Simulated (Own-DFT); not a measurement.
## Calculated data, HfO₂ (monoclinic hafnia, atoms displaced)

Computed with Own-DFT development build. A calculation, not a measurement: plane-wave density functional theory by an unreviewed code, no spin, of a simulated periodic cell, stress positive in tension, run twice, with PBE and with PBEsol, both on files made for PBE, so the change isn't that of files made for PBEsol, hafnium file: forces about 75 meV/angstrom off all-electron values; oxygen file: force components 24 meV/angstrom off all-electron in one glass; forces on such cells passed a denser k mesh, this cell's mesh not checked; the far tail of each file's local potential was reset to the Coulomb form; each entry is a single point on an unrelaxed cell, so the pressure reflects the starting lattice, mostly measured values (interpolated for alloys), from which strain is counted, and rises with the displacements; printed positions are rounded, which can move forces by about a meV/angstrom; the program, named Own-DFT, is a retired in-house code; no spin-orbit coupling; stress was not checked against mesh or cutoff.

Settings shared by all entries: functional PBE, then PBEsol; potential files PseudoDojo norm-conserving, scalar-relativistic, standard set; wave cutoff 72 hartree; occupations Fermi-Dirac; smearing width 0.1 eV; k mesh 2 x 2 x 2 centred on Gamma.

(1) HfO₂ (monoclinic hafnia, atoms displaced)

```cif
# cell vector a (Å): 10.2340 0.0000 0.0000
# cell vector b (Å): 0.0000 10.3500 0.0000
# cell vector c (Å): -1.6955 0.0000 10.4453
data_HfO2
_symmetry_space_group_name_H-M 'P 1'
_symmetry_Int_Tables_number 1
_cell_length_a 10.2340
_cell_length_b 10.3500
_cell_length_c 10.5820
_cell_angle_alpha 90.000
_cell_angle_beta 99.220
_cell_angle_gamma 90.000
_cell_volume 1106.39
loop_
_atom_site_label
_atom_site_type_symbol
_atom_site_fract_x
_atom_site_fract_y
_atom_site_fract_z
_atom_site_occupancy
Hf1 Hf 0.12933 0.01217 0.09855 1
Hf2 Hf 0.36431 0.26977 0.15498 1
Hf3 Hf 0.35686 0.48234 0.39955 1
Hf4 Hf 0.13711 0.22504 0.34252 1
O1 O 0.03213 0.15209 0.17319 1
O2 O 0.45805 0.42969 0.08610 1
O3 O 0.46763 0.33414 0.33669 1
O4 O 0.03172 0.07764 0.42120 1
O5 O 0.23387 0.37113 0.23154 1
O6 O 0.27461 0.13702 0.00780 1
O7 O 0.27163 0.11149 0.25452 1
O8 O 0.21370 0.36700 0.49432 1
Hf5 Hf 0.14526 0.01561 0.60336 1
Hf6 Hf 0.36719 0.26991 0.63695 1
Hf7 Hf 0.34451 0.47905 0.88907 1
Hf8 Hf 0.13755 0.22443 0.85398 1
O9 O 0.03512 0.16138 0.65720 1
O10 O 0.45418 0.40535 0.58056 1
O11 O 0.47405 0.31827 0.83051 1
O12 O 0.03567 0.06502 0.91432 1
O13 O 0.21779 0.38515 0.75043 1
O14 O 0.26254 0.13514 0.49892 1
O15 O 0.27506 0.11787 0.74740 1
O16 O 0.24347 0.37718 0.98747 1
Hf9 Hf 0.14033 0.52906 0.10481 1
Hf10 Hf 0.36707 0.78653 0.15145 1
Hf11 Hf 0.36077 0.97988 0.40324 1
Hf12 Hf 0.11847 0.72700 0.35875 1
O17 O 0.03454 0.64585 0.17635 1
O18 O 0.45920 0.91670 0.07493 1
O19 O 0.47449 0.83249 0.34246 1
O20 O 0.03002 0.57352 0.40657 1
O21 O 0.24013 0.88592 0.22641 1
O22 O 0.27416 0.63073 0.00587 1
O23 O 0.26790 0.61318 0.26695 1
O24 O 0.22759 0.86400 0.49771 1
Hf13 Hf 0.13546 0.53380 0.60980 1
Hf14 Hf 0.36346 0.78103 0.63844 1
Hf15 Hf 0.37152 0.98487 0.89646 1
Hf16 Hf 0.14229 0.73705 0.84223 1
O25 O 0.04216 0.66972 0.67380 1
O26 O 0.45729 0.92374 0.58307 1
O27 O 0.46580 0.83386 0.83354 1
O28 O 0.03828 0.57725 0.91270 1
O29 O 0.22818 0.86759 0.74904 1
O30 O 0.26685 0.62331 0.50172 1
O31 O 0.28503 0.62498 0.75911 1
O32 O 0.23497 0.86470 0.99278 1
Hf17 Hf 0.63736 0.02999 0.11554 1
Hf18 Hf 0.85653 0.25864 0.14557 1
Hf19 Hf 0.86888 0.49647 0.40023 1
Hf20 Hf 0.63847 0.22756 0.34775 1
O33 O 0.54465 0.15374 0.17728 1
O34 O 0.97222 0.41096 0.07880 1
O35 O 0.96876 0.34873 0.33537 1
O36 O 0.52512 0.08052 0.41742 1
O37 O 0.72771 0.38264 0.25232 1
O38 O 0.78720 0.11374 0.01332 1
O39 O 0.77037 0.12505 0.23929 1
O40 O 0.72307 0.37329 0.49521 1
Hf21 Hf 0.63455 0.03178 0.59413 1
Hf22 Hf 0.84808 0.26565 0.64477 1
Hf23 Hf 0.86802 0.47184 0.90013 1
Hf24 Hf 0.64009 0.24483 0.84324 1
O41 O 0.53125 0.16597 0.66398 1
O42 O 0.97215 0.42129 0.57010 1
O43 O 0.96809 0.33061 0.82066 1
O44 O 0.54833 0.08026 0.91752 1
O45 O 0.72485 0.37828 0.74568 1
O46 O 0.78867 0.12461 0.51434 1
O47 O 0.76160 0.11892 0.75907 1
O48 O 0.73953 0.35278 0.00029 1
Hf25 Hf 0.63576 0.51738 0.09110 1
Hf26 Hf 0.86427 0.77056 0.15013 1
Hf27 Hf 0.85036 0.98050 0.39698 1
Hf28 Hf 0.63350 0.75604 0.36166 1
O49 O 0.54365 0.65665 0.17644 1
O50 O 0.96520 0.91757 0.07536 1
O51 O 0.96356 0.83106 0.32196 1
O52 O 0.53859 0.58329 0.42718 1
O53 O 0.73368 0.87725 0.23659 1
O54 O 0.76220 0.61584 0.00023 1
O55 O 0.77162 0.63332 0.26680 1
O56 O 0.73302 0.87089 0.51672 1
Hf29 Hf 0.63441 0.51455 0.60792 1
Hf30 Hf 0.84812 0.75467 0.63305 1
Hf31 Hf 0.85164 0.98286 0.88601 1
Hf32 Hf 0.63229 0.74051 0.86435 1
O57 O 0.53684 0.67172 0.67449 1
O58 O 0.96029 0.90601 0.57409 1
O59 O 0.95088 0.85142 0.81857 1
O60 O 0.54157 0.58069 0.92680 1
O61 O 0.71753 0.89346 0.74355 1
O62 O 0.78004 0.62455 0.50542 1
O63 O 0.77471 0.61521 0.75643 1
O64 O 0.72933 0.86480 0.98696 1
```

It finds PBE pressure 9.49 GPa; PBE stress xx -11.71 GPa; PBE stress yy -9.46 GPa; PBE stress zz -7.29 GPa; PBE stress yz -0.68 GPa; PBE stress xz 0.13 GPa; PBE stress xy 0.93 GPa; PBEsol pressure 3.01 GPa; PBEsol stress xx -5.18 GPa; PBEsol stress yy -3.01 GPa; PBEsol stress zz -0.83 GPa; PBEsol stress yz -0.65 GPa; PBEsol stress xz 0.45 GPa; PBEsol stress xy 0.91 GPa; rms change of force components from PBE to PBEsol 0.065 eV/Å.

Force:
| force element | PBE force x (eV/Å) | PBE force y (eV/Å) | PBE force z (eV/Å) | PBEsol force x (eV/Å) | PBEsol force y (eV/Å) | PBEsol force z (eV/Å) |
| --- | --- | --- | --- | --- | --- | --- |
| Hf | 1.464 | 0.811 | -1.12 | 1.415 | 0.829 | -1.109 |
| Hf | 0.452 | 1.125 | -2.393 | 0.385 | 1.182 | -2.32 |
| Hf | 0.113 | -0.178 | -0.778 | 0.092 | -0.195 | -0.743 |
| Hf | -1.96 | 1.587 | 1.538 | -1.905 | 1.492 | 1.5 |
| O | -0.711 | 1.259 | 0.088 | -0.679 | 1.239 | 0.129 |
| O | 0.381 | -1.922 | -0.006 | 0.367 | -1.874 | -0.066 |
| O | 0.853 | -1.376 | -0.372 | 0.838 | -1.368 | -0.426 |
| O | -0.762 | -0.665 | -0.703 | -0.742 | -0.667 | -0.626 |
| O | -1.427 | 0.506 | 1.077 | -1.318 | 0.48 | 1.053 |
| O | 0.199 | -0.636 | -0.109 | 0.134 | -0.614 | -0.115 |
| O | 0.925 | 0.789 | 0.738 | 0.84 | 0.786 | 0.733 |
| O | 1.307 | 0.456 | -0.895 | 1.354 | 0.444 | -0.888 |
| Hf | -3.103 | 1.149 | -0.137 | -3.031 | 1.204 | -0.17 |
| Hf | -4.876 | -2.028 | 1.856 | -4.751 | -1.956 | 1.829 |
| Hf | 3.802 | 1.459 | 1.516 | 3.646 | 1.404 | 1.523 |
| Hf | -0.003 | -0.014 | -0.898 | 0.009 | -0.042 | -0.915 |
| O | -0.843 | 0.552 | 1.298 | -0.806 | 0.522 | 1.306 |
| O | 3.53 | 4.167 | -0.726 | 3.447 | 4.067 | -0.754 |
| O | -3.419 | 2.444 | -0.577 | -3.301 | 2.353 | -0.656 |
| O | 1.384 | 2.261 | -0.279 | 1.348 | 2.196 | -0.203 |
| O | 0.42 | -0.568 | -1.625 | 0.458 | -0.534 | -1.55 |
| O | 1.621 | -1.593 | 0.418 | 1.527 | -1.575 | 0.407 |
| O | 0.171 | -0.442 | 1.257 | 0.099 | -0.44 | 1.221 |
| O | -3.347 | -2.499 | 0.937 | -3.197 | -2.428 | 0.9 |
| Hf | 1.807 | -2.881 | -1.699 | 1.756 | -2.785 | -1.673 |
| Hf | 0.693 | -5.437 | -2.204 | 0.656 | -5.216 | -2.185 |
| Hf | -2.168 | 0.744 | -1.941 | -2.101 | 0.714 | -1.872 |
| Hf | 3.836 | -1.689 | -0.884 | 3.726 | -1.769 | -0.894 |
| O | -2.767 | 3.822 | 0.83 | -2.674 | 3.75 | 0.877 |
| O | 2.478 | 1.74 | 0.801 | 2.38 | 1.711 | 0.739 |
| O | -4.229 | 2.528 | -0.884 | -4.131 | 2.476 | -0.916 |
| O | 3.789 | 3.133 | 1.603 | 3.703 | 3.085 | 1.605 |
| O | -1.97 | -0.472 | 3.202 | -1.834 | -0.431 | 3.089 |
| O | 0.039 | 0.472 | 0.32 | -0.032 | 0.428 | 0.285 |
| O | 0.347 | 1.223 | -0.37 | 0.263 | 1.145 | -0.342 |
| O | -0.654 | 0.544 | -1.785 | -0.565 | 0.545 | -1.707 |
| Hf | 1.479 | -4.683 | -0.979 | 1.448 | -4.554 | -0.982 |
| Hf | 0.233 | -4.263 | 2.92 | 0.205 | -4.114 | 2.897 |
| Hf | -0.583 | 0.316 | 0.037 | -0.554 | 0.235 | 0.077 |
| Hf | -1.814 | -0.681 | 3.531 | -1.704 | -0.71 | 3.402 |
| O | -2.037 | 1.511 | -0.903 | -1.961 | 1.475 | -0.835 |
| O | 1.579 | 1.614 | -0.517 | 1.523 | 1.571 | -0.575 |
| O | -1.093 | 0.628 | -0.655 | -1.063 | 0.618 | -0.675 |
| O | -0.279 | 0.396 | 0.337 | -0.276 | 0.349 | 0.391 |
| O | 0.809 | 2.587 | -2.223 | 0.848 | 2.494 | -2.176 |
| O | 0.156 | 1.298 | 1.524 | 0.079 | 1.25 | 1.478 |
| O | -0.676 | 0.256 | -0.723 | -0.762 | 0.252 | -0.692 |
| O | -0.833 | 0.92 | -0.893 | -0.739 | 0.904 | -0.854 |
| Hf | 3.143 | -5.357 | -6.831 | 3.122 | -5.176 | -6.704 |
| Hf | 2.703 | 2.919 | 0.359 | 2.606 | 2.86 | 0.336 |
| Hf | -4.136 | -4.508 | -2.302 | -4.03 | -4.447 | -2.227 |
| Hf | 0.409 | 3.907 | 1.027 | 0.384 | 3.812 | 0.94 |
| O | -4.83 | 4.442 | 1.493 | -4.683 | 4.352 | 1.537 |
| O | 0.113 | -0.216 | -0.47 | 0.09 | -0.163 | -0.525 |
| O | 1.108 | -2.925 | -1.813 | 1.087 | -2.849 | -1.788 |
| O | 1.93 | 0.63 | -0.102 | 1.88 | 0.591 | -0.034 |
| O | -0.574 | -1.308 | -1.075 | -0.513 | -1.329 | -1.04 |
| O | -0.806 | 1.178 | 0.579 | -0.837 | 1.144 | 0.608 |
| O | 0.5 | -1.217 | 4.84 | 0.421 | -1.176 | 4.688 |
| O | -0.516 | -1.369 | 0.768 | -0.465 | -1.334 | 0.789 |
| Hf | 0.115 | -2.177 | 3.636 | 0.114 | -2.092 | 3.571 |
| Hf | 4.337 | 1.713 | 0.071 | 4.214 | 1.702 | 0.091 |
| Hf | 0.962 | 1.501 | 0.604 | 0.956 | 1.422 | 0.621 |
| Hf | 0.157 | -3.412 | 3.143 | 0.157 | -3.352 | 3.036 |
| O | 0.519 | 0.15 | -0.549 | 0.52 | 0.159 | -0.512 |
| O | -1.341 | -0.393 | 1.805 | -1.296 | -0.317 | 1.699 |
| O | -0.558 | -0.643 | -0.008 | -0.557 | -0.641 | -0.047 |
| O | -0.818 | -0.14 | 0.814 | -0.826 | -0.161 | 0.853 |
| O | 0.128 | 0.349 | -0.79 | 0.172 | 0.299 | -0.772 |
| O | -1.724 | -0.279 | -1.985 | -1.737 | -0.3 | -1.923 |
| O | 1.223 | 1.897 | -1.877 | 1.136 | 1.858 | -1.863 |
| O | -1.332 | 0.816 | -1.405 | -1.227 | 0.798 | -1.383 |
| Hf | -0.962 | -0.094 | 3.665 | -0.973 | 0.004 | 3.544 |
| Hf | -0.533 | -1.934 | -2.598 | -0.547 | -1.832 | -2.464 |
| Hf | 4.58 | 0.141 | 1.391 | 4.508 | 0.099 | 1.423 |
| Hf | 4.169 | -7.692 | -1.098 | 4.107 | -7.583 | -1.105 |
| O | -1.679 | 2.75 | 0.665 | -1.606 | 2.691 | 0.676 |
| O | -0.887 | -1.85 | 0.855 | -0.867 | -1.765 | 0.806 |
| O | -0.865 | 1.493 | 0.619 | -0.859 | 1.406 | 0.542 |
| O | -0.575 | 0.252 | 0.54 | -0.567 | 0.218 | 0.598 |
| O | -2.014 | 1.73 | 1.646 | -1.91 | 1.686 | 1.64 |
| O | 2.929 | 1.316 | 0.894 | 2.77 | 1.264 | 0.856 |
| O | 1.364 | 0.328 | -0.556 | 1.315 | 0.345 | -0.528 |
| O | -2.245 | 1.04 | -4.462 | -2.127 | 1.016 | -4.374 |
| Hf | -0.351 | 1.833 | -0.865 | -0.313 | 1.845 | -0.879 |
| Hf | 1.926 | 1.985 | 5.518 | 1.862 | 1.996 | 5.382 |
| Hf | -0.366 | -0.666 | 1.216 | -0.376 | -0.705 | 1.199 |
| Hf | 1.457 | -2.364 | -1.824 | 1.423 | -2.35 | -1.796 |
| O | -0.269 | -0.183 | -0.907 | -0.263 | -0.16 | -0.847 |
| O | 1.195 | 0.248 | -1.033 | 1.126 | 0.257 | -1.067 |
| O | 2.843 | -3.658 | -0.74 | 2.746 | -3.547 | -0.746 |
| O | -2.104 | -0.193 | -2.258 | -2.018 | -0.179 | -2.127 |
| O | -1.328 | -1.379 | -1.386 | -1.234 | -1.324 | -1.342 |
| O | -1.327 | 0.659 | 0.854 | -1.329 | 0.648 | 0.856 |
| O | 0.112 | 0.177 | -0.328 | 0.057 | 0.167 | -0.358 |
| O | -0.096 | 0.232 | 1.711 | -0.035 | 0.218 | 1.637 |

(2) HfO₂ (monoclinic hafnia, atoms displaced)

```cif
# cell vector a (Å): 10.2340 0.0000 0.0000
# cell vector b (Å): 0.0000 10.3500 0.0000
# cell vector c (Å): -1.6955 0.0000 10.4453
data_HfO2
_symmetry_space_group_name_H-M 'P 1'
_symmetry_Int_Tables_number 1
_cell_length_a 10.2340
_cell_length_b 10.3500
_cell_length_c 10.5820
_cell_angle_alpha 90.000
_cell_angle_beta 99.220
_cell_angle_gamma 90.000
_cell_volume 1106.39
loop_
_atom_site_label
_atom_site_type_symbol
_atom_site_fract_x
_atom_site_fract_y
_atom_site_fract_z
_atom_site_occupancy
Hf1 Hf 0.13989 0.01848 0.09483 1
Hf2 Hf 0.35263 0.27600 0.14984 1
Hf3 Hf 0.34146 0.47689 0.39901 1
Hf4 Hf 0.13481 0.23729 0.35992 1
O1 O 0.03289 0.15791 0.17525 1
O2 O 0.44121 0.41514 0.06949 1
O3 O 0.47198 0.33052 0.32430 1
O4 O 0.03914 0.07860 0.43406 1
O5 O 0.22790 0.36698 0.23941 1
O6 O 0.28856 0.12503 0.00576 1
O7 O 0.29815 0.13057 0.27657 1
O8 O 0.22432 0.36660 0.48237 1
Hf5 Hf 0.14801 0.02004 0.61318 1
Hf6 Hf 0.35839 0.27195 0.65273 1
Hf7 Hf 0.36645 0.47055 0.89443 1
Hf8 Hf 0.13617 0.22907 0.86480 1
O9 O 0.03876 0.17339 0.67670 1
O10 O 0.46962 0.42050 0.57196 1
O11 O 0.45971 0.34763 0.81917 1
O12 O 0.02241 0.08149 0.93483 1
O13 O 0.22091 0.38106 0.72730 1
O14 O 0.27248 0.13954 0.50447 1
O15 O 0.29555 0.12756 0.75935 1
O16 O 0.24587 0.38601 0.99669 1
Hf9 Hf 0.13004 0.50642 0.10467 1
Hf10 Hf 0.36405 0.77305 0.15649 1
Hf11 Hf 0.37338 0.97973 0.39205 1
Hf12 Hf 0.14484 0.73049 0.35281 1
O17 O 0.04085 0.65911 0.18190 1
O18 O 0.45903 0.91667 0.08445 1
O19 O 0.47074 0.85101 0.32878 1
O20 O 0.03144 0.59186 0.42018 1
O21 O 0.20886 0.87148 0.24869 1
O22 O 0.27913 0.61168 0.00864 1
O23 O 0.27267 0.61613 0.26676 1
O24 O 0.22772 0.86391 0.49583 1
Hf13 Hf 0.13763 0.51256 0.59342 1
Hf14 Hf 0.35316 0.77060 0.64321 1
Hf15 Hf 0.37255 0.98640 0.89782 1
Hf16 Hf 0.14657 0.72771 0.85737 1
O25 O 0.04060 0.66947 0.67395 1
O26 O 0.44877 0.92453 0.57159 1
O27 O 0.46572 0.83956 0.82953 1
O28 O 0.04110 0.59140 0.92270 1
O29 O 0.22110 0.87931 0.73927 1
O30 O 0.27708 0.61306 0.51040 1
O31 O 0.27193 0.61429 0.75320 1
O32 O 0.22832 0.86433 0.97680 1
Hf17 Hf 0.64674 0.01061 0.10877 1
Hf18 Hf 0.86858 0.25508 0.14451 1
Hf19 Hf 0.85666 0.47938 0.40184 1
Hf20 Hf 0.63678 0.22748 0.35929 1
O33 O 0.54095 0.15183 0.17202 1
O34 O 0.97411 0.41931 0.08946 1
O35 O 0.98401 0.33985 0.32976 1
O36 O 0.53655 0.07797 0.41265 1
O37 O 0.72222 0.37836 0.24338 1
O38 O 0.77878 0.13112 0.00604 1
O39 O 0.77866 0.12786 0.25945 1
O40 O 0.71293 0.37753 0.47934 1
Hf21 Hf 0.64405 0.03319 0.60919 1
Hf22 Hf 0.86425 0.26313 0.64822 1
Hf23 Hf 0.87074 0.49089 0.91571 1
Hf24 Hf 0.64959 0.22994 0.86818 1
O41 O 0.53604 0.16714 0.67363 1
O42 O 0.96530 0.41350 0.57295 1
O43 O 0.96006 0.33557 0.82890 1
O44 O 0.52812 0.08625 0.91731 1
O45 O 0.72012 0.37614 0.73329 1
O46 O 0.76264 0.13195 0.50112 1
O47 O 0.77609 0.13455 0.75313 1
O48 O 0.72386 0.37563 0.98727 1
Hf25 Hf 0.62212 0.51556 0.11311 1
Hf26 Hf 0.86905 0.75447 0.15676 1
Hf27 Hf 0.88088 0.99267 0.39296 1
Hf28 Hf 0.63196 0.73429 0.35714 1
O49 O 0.52426 0.66373 0.18105 1
O50 O 0.94983 0.91272 0.07239 1
O51 O 0.96518 0.83030 0.33103 1
O52 O 0.53512 0.59433 0.41881 1
O53 O 0.72323 0.87732 0.23288 1
O54 O 0.77404 0.62564 0.00885 1
O55 O 0.78193 0.61981 0.26801 1
O56 O 0.72352 0.85802 0.49336 1
Hf29 Hf 0.63963 0.52501 0.60877 1
Hf30 Hf 0.87537 0.76495 0.65026 1
Hf31 Hf 0.87200 0.98490 0.89384 1
Hf32 Hf 0.63259 0.72570 0.86723 1
O57 O 0.54030 0.67304 0.68506 1
O58 O 0.96929 0.92307 0.56809 1
O59 O 0.95798 0.84913 0.83271 1
O60 O 0.53928 0.57866 0.91949 1
O61 O 0.73512 0.87951 0.73580 1
O62 O 0.76868 0.63035 0.50898 1
O63 O 0.77235 0.62314 0.75822 1
O64 O 0.72112 0.87084 0.97482 1
```

The calculation gives: PBE pressure 9.33 GPa; PBE stress xx -10.86 GPa; PBE stress yy -8.85 GPa; PBE stress zz -8.29 GPa; PBE stress yz -0.19 GPa; PBE stress xz -0.72 GPa; PBE stress xy -1.28 GPa; PBEsol pressure 2.85 GPa; PBEsol stress xx -4.33 GPa; PBEsol stress yy -2.4 GPa; PBEsol stress zz -1.83 GPa; PBEsol stress yz -0.23 GPa; PBEsol stress xz -0.38 GPa; PBEsol stress xy -1.26 GPa; rms change of force components from PBE to PBEsol 0.061 eV/Å.

Force:
| force element | PBE force x (eV/Å) | PBE force y (eV/Å) | PBE force z (eV/Å) | PBEsol force x (eV/Å) | PBEsol force y (eV/Å) | PBEsol force z (eV/Å) |
| --- | --- | --- | --- | --- | --- | --- |
| Hf | -0.452 | -2.098 | 2.209 | -0.49 | -2.01 | 2.098 |
| Hf | 3.846 | -3.478 | 1.121 | 3.733 | -3.347 | 1.133 |
| Hf | 6.188 | 0.172 | -0.437 | 5.996 | 0.16 | -0.387 |
| Hf | 2.556 | -4.22 | -0.283 | 2.531 | -4.126 | -0.289 |
| O | 1.585 | -0.645 | -0.157 | 1.525 | -0.597 | -0.149 |
| O | 5.992 | 1.091 | 2.862 | 5.829 | 1.101 | 2.743 |
| O | -1.668 | 1.452 | -0.409 | -1.637 | 1.362 | -0.453 |
| O | 2.535 | 2.898 | -0.948 | 2.467 | 2.802 | -0.882 |
| O | -2.122 | 1.656 | 0.276 | -2.019 | 1.61 | 0.28 |
| O | -3.032 | 1.178 | 0.804 | -3.024 | 1.139 | 0.774 |
| O | -2.012 | -0.507 | -2.505 | -1.976 | -0.468 | -2.422 |
| O | -1.015 | 0.921 | 1.685 | -0.945 | 0.924 | 1.627 |
| Hf | 0.158 | -0.006 | -1.747 | 0.152 | 0.011 | -1.755 |
| Hf | 2.576 | 0.151 | -2.416 | 2.487 | 0.172 | -2.324 |
| Hf | -1.304 | 4.939 | -2.128 | -1.293 | 4.793 | -2.034 |
| Hf | 0.226 | 1.212 | -2.311 | 0.199 | 1.145 | -2.324 |
| O | 1.172 | -1.14 | 1.188 | 1.136 | -1.085 | 1.222 |
| O | -1.601 | -0.784 | 0.052 | -1.575 | -0.733 | 0.011 |
| O | 3.191 | -3.289 | 0.003 | 3.069 | -3.226 | -0.028 |
| O | 5.843 | 4.568 | -0.06 | 5.734 | 4.432 | 0.001 |
| O | -0.932 | -1.263 | 1.758 | -0.827 | -1.236 | 1.69 |
| O | -0.484 | -0.874 | 1.751 | -0.552 | -0.833 | 1.722 |
| O | -2.428 | -0.706 | 0.828 | -2.4 | -0.677 | 0.801 |
| O | -6.417 | -4.423 | -1.513 | -6.195 | -4.298 | -1.433 |
| Hf | 5.601 | 4.489 | 0.929 | 5.493 | 4.434 | 0.888 |
| Hf | -0.93 | -0.913 | -1.87 | -0.862 | -0.846 | -1.796 |
| Hf | -3.315 | 2.331 | 2.168 | -3.202 | 2.256 | 2.16 |
| Hf | -1.633 | -0.58 | 2.176 | -1.589 | -0.611 | 2.088 |
| O | -0.461 | -0.212 | -1.4 | -0.464 | -0.189 | -1.31 |
| O | 0.67 | 0.055 | -0.231 | 0.646 | 0.058 | -0.258 |
| O | 0.721 | -3.054 | -2.112 | 0.695 | -3.004 | -2.107 |
| O | -0.188 | -1.059 | 0.676 | -0.166 | -1.064 | 0.697 |
| O | 1.815 | 2.1 | -2.57 | 1.827 | 1.999 | -2.496 |
| O | -0.416 | 3.077 | 0.885 | -0.466 | 2.976 | 0.838 |
| O | 0.541 | 0.023 | -0.866 | 0.461 | 0.025 | -0.811 |
| O | -0.988 | 0.063 | -0.576 | -0.908 | 0.045 | -0.537 |
| Hf | -1.241 | 2.084 | 1.493 | -1.185 | 2.075 | 1.442 |
| Hf | 2.351 | -0.369 | 1.155 | 2.267 | -0.294 | 1.152 |
| Hf | -0.663 | -2.291 | -1.004 | -0.639 | -2.263 | -0.961 |
| Hf | 0.655 | -0.764 | -1.023 | 0.677 | -0.797 | -1.012 |
| O | 0.718 | -0.82 | 0.006 | 0.696 | -0.772 | 0.055 |
| O | 1.562 | -0.028 | 1.644 | 1.489 | -0.024 | 1.528 |
| O | -0.479 | -0.482 | -0.258 | -0.477 | -0.478 | -0.279 |
| O | -1.777 | -1.451 | 1.014 | -1.737 | -1.446 | 1.045 |
| O | 0.082 | 0.232 | 0.141 | 0.14 | 0.214 | 0.106 |
| O | -0.018 | 1.773 | 0.22 | -0.079 | 1.694 | 0.191 |
| O | 0.218 | 0.846 | 0.547 | 0.144 | 0.845 | 0.524 |
| O | -0.733 | 1.536 | 2.639 | -0.675 | 1.505 | 2.559 |
| Hf | -1.251 | 0.537 | -0.923 | -1.23 | 0.562 | -0.887 |
| Hf | -2.298 | 2.103 | 1.191 | -2.254 | 2.032 | 1.195 |
| Hf | -0.242 | 0.584 | -0.682 | -0.266 | 0.554 | -0.644 |
| Hf | -0.712 | 0.742 | -2.39 | -0.685 | 0.694 | -2.365 |
| O | -0.512 | 1.155 | -0.252 | -0.46 | 1.1 | -0.19 |
| O | -3.622 | -2.585 | -0.993 | -3.526 | -2.491 | -1.027 |
| O | -3.344 | 1.167 | -0.755 | -3.243 | 1.101 | -0.757 |
| O | 0.741 | 0.398 | 1.459 | 0.711 | 0.392 | 1.456 |
| O | 0.937 | 0.001 | -1.135 | 0.948 | 0.014 | -1.086 |
| O | -0.149 | -0.058 | 0.695 | -0.19 | -0.038 | 0.683 |
| O | 1.307 | -0.258 | -0.283 | 1.238 | -0.235 | -0.29 |
| O | 0.974 | -0.334 | 1.32 | 1.007 | -0.32 | 1.263 |
| Hf | -1.391 | -3.898 | -0.793 | -1.336 | -3.737 | -0.788 |
| Hf | -1.241 | 2.75 | -0.846 | -1.224 | 2.707 | -0.761 |
| Hf | -1.627 | -0.092 | -4.007 | -1.599 | -0.105 | -3.872 |
| Hf | -1.705 | 0.946 | -3.484 | -1.606 | 0.883 | -3.432 |
| O | -0.309 | 0.504 | 0.518 | -0.28 | 0.485 | 0.549 |
| O | -0.344 | -0.451 | 0.329 | -0.323 | -0.416 | 0.262 |
| O | 1.332 | -0.459 | 1.407 | 1.309 | -0.498 | 1.328 |
| O | 2.802 | 1.489 | 0.871 | 2.725 | 1.437 | 0.875 |
| O | 0.469 | -0.123 | 0.731 | 0.499 | -0.14 | 0.698 |
| O | 2.267 | -0.05 | 1.671 | 2.131 | -0.047 | 1.644 |
| O | 0.292 | -1.236 | 1.556 | 0.224 | -1.174 | 1.502 |
| O | 0.278 | -0.227 | 1.235 | 0.321 | -0.237 | 1.181 |
| Hf | 0.694 | -0.309 | -0.32 | 0.683 | -0.26 | -0.345 |
| Hf | -0.657 | 1.85 | -0.522 | -0.633 | 1.843 | -0.452 |
| Hf | -3.741 | -3.934 | 0.196 | -3.611 | -3.897 | 0.248 |
| Hf | 2.362 | -0.154 | 1.57 | 2.31 | -0.208 | 1.546 |
| O | 0.837 | -0.587 | -1.028 | 0.81 | -0.557 | -0.958 |
| O | 2.091 | 0.381 | 1.399 | 2.039 | 0.401 | 1.29 |
| O | 0.11 | 0.373 | -0.543 | 0.112 | 0.348 | -0.59 |
| O | -1.791 | -1.107 | 0.638 | -1.693 | -1.061 | 0.657 |
| O | 0.402 | -0.469 | 0.4 | 0.423 | -0.446 | 0.358 |
| O | 0.142 | -0.127 | 1.841 | 0.104 | -0.152 | 1.774 |
| O | -1.044 | 0.241 | -1.158 | -1.052 | 0.254 | -1.116 |
| O | 0.54 | 1.88 | -0.25 | 0.561 | 1.796 | -0.252 |
| Hf | -0.705 | 0.307 | -0.618 | -0.669 | 0.336 | -0.627 |
| Hf | -3.395 | 1.893 | -1.407 | -3.354 | 1.898 | -1.345 |
| Hf | -7.52 | -2.968 | -1.141 | -7.353 | -2.988 | -1.066 |
| Hf | 1.355 | 1.624 | -3.45 | 1.331 | 1.54 | -3.419 |
| O | -1.261 | -0.169 | -1.443 | -1.212 | -0.165 | -1.346 |
| O | -0.224 | -0.547 | 1.877 | -0.198 | -0.5 | 1.774 |
| O | 4.426 | -4.01 | -1.404 | 4.291 | -3.918 | -1.414 |
| O | -1.161 | -1.357 | 2.118 | -1.124 | -1.338 | 2.127 |
| O | -0.939 | 1.69 | -0.501 | -0.842 | 1.671 | -0.494 |
| O | 1.474 | -0.979 | 0.623 | 1.372 | -0.972 | 0.606 |
| O | 1.303 | -0.452 | 1.546 | 1.202 | -0.423 | 1.497 |
| O | -0.442 | 0.941 | 1.733 | -0.398 | 0.919 | 1.68 |
